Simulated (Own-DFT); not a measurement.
SiC (4H silicon carbide, strained, atoms displaced) (calculated)

Computed with Own-DFT development build. A calculation, not a measurement: plane-wave PBE density functional theory by an unreviewed code, no spin, of a simulated periodic cell, stress positive in tension, free energy of the whole cell less one offset for each atom, forces on such cells passed a denser k mesh, this cell's mesh not checked; offsets are fitted by least squares, one for each functional and potential file, so energies compare only between cells with the same atoms and settings and are not formation energies; the far tail of each file's local potential was reset to the Coulomb form; each entry is a single point on an unrelaxed cell, so the pressure reflects the starting lattice, mostly measured values (interpolated for alloys), from which strain is counted, and rises with the displacements; printed positions are rounded, which can move forces by about a meV/angstrom; the program, named Own-DFT, is a retired in-house code; no spin-orbit coupling; before rounding, a Quantum ESPRESSO 7.3.1 run of the same cell and cutoff gave forces within 1 meV/angstrom rms on each cell, which checks the program and not the settings.

Common to all runs: functional PBE; potential files PseudoDojo norm-conserving, scalar-relativistic, standard set; wave cutoff 42 hartree; occupations Fermi-Dirac; smearing width 0.1 eV; k mesh 4 x 4 x 3 centred on Gamma.

(1) SiC (4H silicon carbide, strained, atoms displaced)

```
CELL_PARAMETERS angstrom
9.13380 0.01290 -0.08600
-4.55570 7.94580 0.15100
-0.09360 0.13570 9.94120
ATOMIC_POSITIONS crystal
Si 0.99739 0.00053 0.41336
Si 0.11863 0.23355 0.15030
C 0.99962 0.00013 0.10051
C 0.10551 0.21600 0.33544
Si 0.00189 0.32874 0.40088
Si 0.11449 0.56080 0.16242
C 0.00092 0.33694 0.09518
C 0.10774 0.55781 0.34334
Si 0.99422 0.66882 0.40385
Si 0.11214 0.89009 0.15987
C 0.99106 0.66082 0.09583
C 0.10826 0.88451 0.35042
Si 0.34024 0.00558 0.40446
Si 0.44672 0.23007 0.15640
C 0.32626 0.99453 0.09647
C 0.43757 0.21234 0.33861
Si 0.33105 0.33814 0.40235
Si 0.44264 0.55378 0.16580
C 0.34100 0.34072 0.09745
C 0.44930 0.54977 0.34652
Si 0.32579 0.66783 0.40203
Si 0.43778 0.88490 0.15483
C 0.34089 0.67936 0.08268
C 0.45028 0.89744 0.34517
Si 0.67213 0.99653 0.40436
Si 0.78815 0.22496 0.16124
C 0.66792 0.99621 0.10080
C 0.78321 0.21770 0.34423
Si 0.66699 0.32374 0.40902
Si 0.77203 0.55118 0.15743
C 0.66580 0.32805 0.09032
C 0.78743 0.55111 0.33924
Si 0.67027 0.67022 0.39887
Si 0.78545 0.90003 0.16091
C 0.66562 0.65959 0.09034
C 0.77304 0.88203 0.33952
Si 0.99709 0.01119 0.90724
Si 0.88781 0.77393 0.65797
C 0.00106 0.99840 0.59838
C 0.87950 0.77242 0.84502
Si 0.00639 0.67345 0.89253
Si 0.90351 0.45218 0.65663
C 0.99529 0.65869 0.59373
C 0.88685 0.45074 0.84088
Si 0.00460 0.33184 0.90049
Si 0.88524 0.10534 0.66002
C 0.99770 0.33183 0.59099
C 0.89134 0.11166 0.83847
Si 0.67655 0.00564 0.91290
Si 0.57622 0.79177 0.65474
C 0.67313 0.99750 0.59654
C 0.55421 0.78497 0.84473
Si 0.66156 0.66378 0.91058
Si 0.55140 0.43872 0.66185
C 0.67642 0.67342 0.59916
C 0.56048 0.45250 0.84691
Si 0.66216 0.33005 0.91131
Si 0.55258 0.11534 0.64765
C 0.67854 0.34721 0.59152
C 0.56259 0.11731 0.84243
Si 0.32945 0.99341 0.90532
Si 0.22181 0.77573 0.66341
C 0.32647 0.99663 0.58613
C 0.22125 0.76685 0.84165
Si 0.34502 0.67217 0.89573
Si 0.22055 0.44016 0.66106
C 0.34431 0.67672 0.59061
C 0.22381 0.44925 0.85262
Si 0.33285 0.32888 0.90483
Si 0.23477 0.11291 0.65937
C 0.34131 0.33764 0.59691
C 0.22577 0.10949 0.84216
```

| Item | Value |
| --- | --- |
| free energy of cell above offsets | -5.071 eV |
| pressure | 12.7 GPa |
| stress xx | -12.37 GPa |
| stress yy | -10.6 GPa |
| stress zz | -15.14 GPa |
| stress yz | 5.45 GPa |
| stress xz | -3.39 GPa |
| stress xy | 0 GPa |

Force:
```csv
element,x (eV/Å),y (eV/Å),z (eV/Å)
Si,0.932,-0.812,-1.144
Si,0.038,-1.886,0.458
C,0.321,1.845,-1.762
C,0.692,1.177,1.68
Si,-0.109,0.973,0.999
Si,-0.476,0.264,-2.978
C,0.73,0.52,-1.062
C,0.633,-0.593,0.856
Si,1.854,-0.533,1.148
Si,-0.745,-1.69,0.037
C,1.174,1.368,-1.145
C,-0.066,1.84,-0.674
Si,-1.34,-2.464,-0.332
Si,1.209,-2.21,-0.658
C,0.375,1.59,-1.015
C,0.267,3.162,1.336
Si,0.965,-2.666,1.203
Si,0.342,1.753,-3.115
C,-1.125,-0.458,-1.252
C,-1.924,1.95,0.109
Si,1.682,0.56,1.292
Si,1.098,1.357,0.502
C,-0.037,-2.412,2.166
C,0.108,-1.421,-0.508
Si,-0.665,-0.096,0.605
Si,-1.681,-0.946,-1.3
C,-0.962,1.651,-0.975
C,-0.906,0.181,0.703
Si,-0.513,1.245,-1.125
Si,1.267,-0.143,-1.335
C,0.116,0.244,2.137
C,-3.128,-0.798,0.965
Si,1.334,-2.066,2.26
Si,0.321,-2.803,-1.623
C,-1.356,1.466,2.31
C,0.757,1.667,1.63
Si,2.89,-3.234,0.651
Si,0.905,0.399,0.298
C,0.346,0.746,0.154
C,0.714,2.172,0.039
Si,-1.661,-1.734,3.52
Si,-1.688,-2.323,0.172
C,0.644,2.904,-0.395
C,1.234,-1.233,0.642
Si,-2.393,1.283,1.354
Si,1.12,1.296,-2.013
C,1.298,-0.424,0.347
C,-1.188,1.302,1.748
Si,-1.558,-0.633,-0.564
Si,-1.876,-3.572,0.9
C,-1.683,2.675,-1.87
C,2.768,0.896,-0.723
Si,0.117,0.945,-0.883
Si,1.703,2.519,-0.803
C,-1.206,-1.709,-2.029
C,-0.836,-2.057,-0.054
Si,0.853,1.119,-1.907
Si,1.482,-0.073,1.241
C,-0.609,-1.955,0.512
C,-0.848,-1.279,-0.007
Si,1.295,0.206,0.668
Si,0.438,-0.189,-3.6
C,1.351,0.45,1.879
C,-0.388,2.557,0.559
Si,-1.409,-1.151,2.142
Si,0.337,1.39,-1.056
C,-0.35,-1.203,0.954
C,1.147,-0.972,-1.693
Si,0.601,1.205,0.677
Si,-2.175,-0.132,-1.445
C,-1.508,-1.115,-0.889
C,-1.046,0.108,1.084
```

(2) SiC (4H silicon carbide, strained, atoms displaced)

```
CELL_PARAMETERS angstrom
9.25620 0.00790 -0.06490
-4.62130 8.00160 -0.08850
-0.07060 -0.15210 9.96890
ATOMIC_POSITIONS crystal
Si 0.00157 0.00157 0.40523
Si 0.11384 0.22348 0.16225
C 0.01118 0.01348 0.09553
C 0.10739 0.21314 0.34010
Si 0.00274 0.33417 0.40814
Si 0.11578 0.54880 0.15765
C 0.99711 0.33092 0.10103
C 0.11019 0.54764 0.33766
Si 0.98253 0.65358 0.40686
Si 0.10548 0.88962 0.15248
C 0.99487 0.66587 0.09379
C 0.10863 0.88662 0.33664
Si 0.31901 0.98996 0.40159
Si 0.45174 0.22207 0.15697
C 0.32317 0.99848 0.09453
C 0.45028 0.22782 0.34884
Si 0.33679 0.33384 0.40836
Si 0.44397 0.56104 0.15740
C 0.33597 0.32892 0.09537
C 0.44822 0.55812 0.34782
Si 0.32894 0.66840 0.40659
Si 0.44986 0.89970 0.15374
C 0.33447 0.67643 0.09688
C 0.44171 0.88222 0.34611
Si 0.67305 0.01238 0.40503
Si 0.78235 0.21829 0.15603
C 0.66310 0.00049 0.10153
C 0.77811 0.22239 0.35182
Si 0.66860 0.33041 0.39948
Si 0.78187 0.55840 0.15454
C 0.66479 0.32836 0.09242
C 0.77551 0.54176 0.34510
Si 0.66143 0.67044 0.40227
Si 0.77983 0.87568 0.16889
C 0.66875 0.66045 0.08284
C 0.77558 0.89644 0.34066
Si 0.99649 0.98180 0.91022
Si 0.88323 0.77098 0.65369
C 0.00874 0.00539 0.59223
C 0.87796 0.76525 0.85508
Si 0.98735 0.66243 0.91038
Si 0.89684 0.44703 0.65636
C 0.99730 0.65935 0.58579
C 0.88831 0.45085 0.85423
Si 0.00142 0.33425 0.90023
Si 0.89703 0.11832 0.66099
C 0.99722 0.33547 0.59293
C 0.87942 0.09696 0.83827
Si 0.65469 0.99644 0.91455
Si 0.55262 0.77300 0.65485
C 0.67918 0.00212 0.59775
C 0.56123 0.78049 0.84359
Si 0.66797 0.66575 0.90837
Si 0.55893 0.44008 0.65875
C 0.66905 0.66345 0.58537
C 0.54031 0.43204 0.84155
Si 0.66584 0.32838 0.90769
Si 0.54869 0.11453 0.65771
C 0.66853 0.33090 0.59629
C 0.55552 0.11034 0.84263
Si 0.32967 0.00061 0.90306
Si 0.22772 0.76885 0.65704
C 0.34153 0.00319 0.59711
C 0.21369 0.77736 0.83590
Si 0.34927 0.67542 0.90375
Si 0.22575 0.44848 0.65632
C 0.34022 0.67520 0.59857
C 0.22338 0.44069 0.84085
Si 0.33580 0.32943 0.90025
Si 0.22094 0.10760 0.65899
C 0.33137 0.32536 0.58576
C 0.22608 0.11318 0.84276
```

| Quantity | Value |
| --- | --- |
| free energy of cell above offsets | -5.335 eV |
| pressure | 7.63 GPa |
| stress xx | -4.9 GPa |
| stress yy | -5.06 GPa |
| stress zz | -12.93 GPa |
| stress yz | -4.98 GPa |
| stress xz | -2.4 GPa |
| stress xy | -1.24 GPa |

Force:
```csv
element,x (eV/Å),y (eV/Å),z (eV/Å)
Si,0.263,-0.627,0.047
Si,0.401,1.117,-1.929
C,-1.292,-3.134,-0.233
C,0.042,1.669,2.273
Si,0.247,-0.585,-0.74
Si,-1.606,1.553,-1.299
C,1.289,-0.176,-2.005
C,-0.69,0.753,2.406
Si,2.97,1.875,-1.621
Si,0.826,-0.122,0.213
C,1.283,0.056,0.579
C,-1.57,-1.443,1.408
Si,2.5,1.815,1.282
Si,-1.576,-0.019,0.371
C,1.649,0.284,-0.619
C,-0.527,-1.898,-1.237
Si,-0.233,-0.205,-1.73
Si,0.636,-1.074,-0.603
C,-0.755,1.283,-0.341
C,-1.726,-0.616,-0.691
Si,1.014,-0.309,-0.079
Si,-1.609,-1.297,1.529
C,1.013,-0.99,-1.192
C,-0.442,1.785,-0.497
Si,-0.955,-2.458,1.869
Si,-1.245,1.02,0.949
C,1.704,-0.859,-0.942
C,0.815,0.796,-2.135
Si,-0.713,-0.536,2.578
Si,-0.136,-1.792,0.209
C,0.961,0.469,0.579
C,-2.611,2.042,-1.642
Si,1.963,-0.107,0.308
Si,-0.732,1.994,-4.743
C,-0.972,0.519,4.258
C,1.149,-1.305,2.857
Si,-1.168,3.525,-0.667
Si,0.948,1.205,0.322
C,-1.178,-1.452,0.418
C,0.569,0.801,-2.966
Si,2.688,0.868,-0.026
Si,-2.091,-0.464,0.75
C,0.404,0.964,2.161
C,0.701,-2.19,-2.167
Si,0.064,-1.055,1.417
Si,-0.174,-1.287,-1.559
C,1.91,0.206,0.611
C,0.515,1.174,3.114
Si,2.059,0.941,-1.556
Si,2.239,2.306,-0.126
C,-1.991,-0.374,-0.978
C,0.123,-0.629,0.234
Si,-1.694,-1.374,-2.089
Si,-0.764,0.001,-1.773
C,-1.1,-0.349,1.84
C,2.921,2.273,0.356
Si,-0.692,0.445,-0.397
Si,3.611,-0.123,-0.506
C,0.314,0.635,-0.475
C,-0.713,-0.535,1.017
Si,0.65,-0.291,0.274
Si,-3.051,2.472,-0.847
C,-2.506,-2.155,-1.382
C,0.795,-0.578,2.537
Si,-2.754,-1.601,0.497
Si,0.49,-0.88,-0.836
C,0.32,-2.634,-1.678
C,-0.145,0.902,0.852
Si,-2.172,-0.107,2.224
Si,1.132,0.399,-1.114
C,-0.345,1.181,2.714
C,-1.254,-1.696,0.365
```

(3) SiC (4H silicon carbide, strained, atoms displaced)

```
CELL_PARAMETERS angstrom
9.17710 -0.13250 0.17980
-4.70340 7.96080 -0.24860
0.19580 -0.19950 10.03140
ATOMIC_POSITIONS crystal
Si 0.00092 0.00167 0.39899
Si 0.12389 0.22352 0.15871
C 0.98922 0.00402 0.09376
C 0.11147 0.22871 0.34475
Si 0.00739 0.33140 0.40348
Si 0.12209 0.55815 0.15370
C 0.00519 0.33282 0.10472
C 0.11661 0.55546 0.33578
Si 0.00918 0.67345 0.40676
Si 0.11149 0.88693 0.15003
C 0.99337 0.65867 0.09674
C 0.11776 0.89594 0.34732
Si 0.33672 0.00177 0.40541
Si 0.44993 0.22497 0.15341
C 0.32520 0.99055 0.09568
C 0.44815 0.23151 0.34456
Si 0.33001 0.33552 0.41357
Si 0.44192 0.55120 0.15403
C 0.34014 0.33703 0.10058
C 0.44256 0.56254 0.35049
Si 0.34007 0.67824 0.40527
Si 0.43857 0.89188 0.15308
C 0.32368 0.66933 0.08489
C 0.44176 0.88624 0.34363
Si 0.66645 0.99884 0.40587
Si 0.77801 0.21924 0.16723
C 0.66391 0.99467 0.09263
C 0.76841 0.21465 0.33976
Si 0.66693 0.32616 0.40559
Si 0.78242 0.55010 0.15711
C 0.65683 0.33131 0.09390
C 0.78122 0.55712 0.34047
Si 0.65871 0.65963 0.40007
Si 0.77328 0.88858 0.15916
C 0.67090 0.67707 0.08839
C 0.78240 0.89144 0.34437
Si 0.00076 0.00387 0.90390
Si 0.89936 0.78537 0.65406
C 0.99915 0.99728 0.60127
C 0.88877 0.77432 0.84439
Si 0.98909 0.65494 0.90238
Si 0.88762 0.44130 0.66008
C 0.99998 0.67271 0.59023
C 0.88649 0.44420 0.84584
Si 0.00129 0.34509 0.90788
Si 0.89587 0.11694 0.66085
C 0.99365 0.32649 0.59295
C 0.90364 0.12028 0.84413
Si 0.65727 0.99230 0.90372
Si 0.55313 0.78336 0.65019
C 0.65922 0.99321 0.60154
C 0.55579 0.76430 0.84249
Si 0.67967 0.66909 0.90534
Si 0.54780 0.45567 0.65211
C 0.66521 0.67801 0.58875
C 0.57259 0.45331 0.85233
Si 0.66595 0.33445 0.90769
Si 0.55949 0.10918 0.65537
C 0.66688 0.33427 0.59513
C 0.54980 0.10495 0.83526
Si 0.33344 0.00483 0.90715
Si 0.22587 0.78366 0.64960
C 0.33790 0.00188 0.59578
C 0.21904 0.77744 0.84720
Si 0.33227 0.66179 0.91311
Si 0.22573 0.44017 0.65761
C 0.33622 0.66241 0.59399
C 0.22255 0.44250 0.84694
Si 0.33500 0.33264 0.90207
Si 0.22156 0.11437 0.66126
C 0.32943 0.32386 0.59349
C 0.22121 0.11295 0.84341
```

| Item | Value |
| --- | --- |
| free energy of cell above offsets | -4.229 eV |
| pressure | 11.81 GPa |
| stress xx | -11.45 GPa |
| stress yy | -14.83 GPa |
| stress zz | -9.14 GPa |
| stress yz | -6.28 GPa |
| stress xz | 7.86 GPa |
| stress xy | -7.07 GPa |

Force:
```csv
element,x (eV/Å),y (eV/Å),z (eV/Å)
Si,0.53,0.306,2.017
Si,-2.645,-0.081,-0.261
C,3.06,-0.248,-0.352
C,2.288,-1.936,-0.128
Si,-3.292,1.598,0.464
Si,-3.454,-1.164,0.79
C,-0.289,-0.121,-1.753
C,-0.288,0.412,2.242
Si,-0.766,-0.908,-1.174
Si,-2.705,-0.753,1.513
C,1.947,0.822,-1.579
C,-0.313,-0.659,-1.387
Si,-0.352,1.264,0.665
Si,-2.393,-1.382,1.87
C,1.005,2.844,-1.2
C,-0.221,-1.272,-0.131
Si,0.749,0.358,-1.831
Si,0.083,2.924,0.709
C,0.555,-1.639,-2.275
C,0.069,-1.593,-1.854
Si,-0.898,-2.229,0.784
Si,1.268,-0.67,0.464
C,3.381,0.423,2.726
C,0.257,1.468,-0.787
Si,0.098,-0.26,0.762
Si,-0.201,0.104,-4.036
C,-0.799,0.886,0.166
C,1.801,0.217,2.999
Si,-0.942,2.273,0.756
Si,-2.621,0.822,0.267
C,3.641,0.095,-0.862
C,0.186,-0.709,1.121
Si,1.886,1.618,0.951
Si,-0.378,0.508,-0.319
C,0.425,-2.389,1.439
C,-1.138,-0.861,-0.103
Si,-0.59,-0.579,0.962
Si,-2.21,-1.636,0.758
C,-0.048,1.831,-2.116
C,1.878,1.485,-1.096
Si,0.812,3.685,1.605
Si,-0.502,0.967,-1.37
C,1.534,-1.465,0.582
C,0.686,-1.834,-0.712
Si,0.798,-2.008,1.422
Si,-0.784,-1.736,-0.258
C,0.915,1.38,-0.287
C,-2.292,-0.714,0.471
Si,1.402,0.544,-0.176
Si,1.004,-1.853,2.433
C,1.565,2.533,-2.309
C,-0.636,1.21,-0.255
Si,-2.955,0.713,0.711
Si,3.303,-0.188,1.093
C,1.54,-1.196,0.011
C,-2.31,-2.315,-2.266
Si,0.018,-1.439,-0.248
Si,-1.436,1.132,-0.471
C,-0.501,0.093,-0.225
C,0.836,0.919,2.538
Si,-0.279,-1.375,-0.512
Si,0.224,-1.255,1.945
C,-0.748,0.533,-0.929
C,0.504,-0.514,-0.869
Si,-0.167,1.521,-3.872
Si,-1.614,0.675,0.056
C,-1.863,0.089,-0.701
C,0.506,-0.058,-0.617
Si,0.31,1.45,1.553
Si,1.035,-1.646,-0.983
C,-0.687,1.21,0.682
C,1.212,-0.229,0.779
```
